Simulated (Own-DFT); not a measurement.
# Reading a pressure off an energy slope: monoclinic HfO2, 94 atoms (Hf32O62), with two O vacancies

Calculated, not measured. Each geometry was run twice at fixed positions with Own-DFT, a retired in-house plane-wave program that no person has reviewed: with PBE, and with HSE06 (exact exchange share 0.25 at short range, screening 0.11 per bohr, Gygi-Baldereschi treatment of its divergence). Both used PseudoDojo norm-conserving files made for PBE, a cutoff of 48 hartree, the Gamma point alone, fixed occupations, a neutral cell and no spin. One k point on a cell 10.1 Å thick isn't converged, and results move with the size of the cell. The hafnium file keeps the 4f electrons in the core, and its forces lie about 75 meV/Å off all-electron values. The oxygen file's force components were 24 meV/Å off all-electron values in a glass.

Unstrained cell vectors in Å: (10.234, 0.000, 0.000); (0.000, 10.350, 0.000); (-1.696, 0.000, 10.445), volume V0 = 1106.4 Å³, from measured lattice constants. Each geometry has its own random strain of a few per cent, its own defect sites and random moves of rms u per axis. HSE06 gave the energy alone. D is its energy less that of PBE, over the lowest D shown. The PBE stress wasn't checked against mesh or cutoff.

| run | V - V0 (Å³) | u (Å) | P with PBE (GPa) | D (eV) |
|---|---|---|---|---|
| 1 | -8.7 | 0.0312 | 7.48 | 0.004 |
| 2 | -10.1 | 0.0303 | 6.08 | 0.043 |
| 3 | -10.9 | 0.0503 | 9.33 | 0.211 |
| 4 | -19.4 | 0.0529 | 9.88 | 0.000 |
| 5 | -8.7 | 0.0300 | 6.19 | 0.036 |
| 6 | 0.0 | 0.0514 | 6.00 | 0.421 |
| 7 | -6.5 | 0.0297 | 5.26 | 0.132 |
| 8 | 6.1 | 0.0320 | 2.81 | 0.469 |
| 9 | 8.9 | 0.0489 | 3.46 | 0.641 |
| 10 | -8.7 | 0.0310 | 5.70 | 0.097 |
| 11 | 42.7 | 0.0513 | -3.83 | 1.592 |
| 12 | -13.6 | 0.0487 | 8.64 | 0.203 |
| 13 | 3.1 | 0.0517 | 4.47 | 0.546 |
| 14 | 39.5 | 0.0513 | -2.65 | ? |

## Worked fit

D = 0.18 + 0.0253 (V - V0) + 116 u² eV, with an error of 0.0009 on the volume slope, 17 on the last term and a scatter of 0.05 eV. Pressure is -dE/dV, and 1 eV/Å³ is 160.2 GPa, so HSE06 changes the pressure by -4.1 ± 0.1 GPa. With the ions held to the strained lattice, the PBE pressure falls by 253 ± 14 GPa per unit of volume strain; the shape of the strain isn't fitted, so the true error is larger, and a relaxed crystal would be softer. On that slope HSE06's volume at a given pressure is about 1.6 % smaller, or 0.5 % in lengths. At u = 0 and V0 the PBE pressure is 3.3 GPa, which puts the zero-pressure volume, against the measured cell and with the defects in, at +1.3 % for PBE and -0.3 % for HSE06, each good to a few tenths of a per cent.

## The run left out

The question: what D should run 14 give?

The fit gives 1.48 eV, with rows scattering by 0.05. DFT gave 1.450 eV.
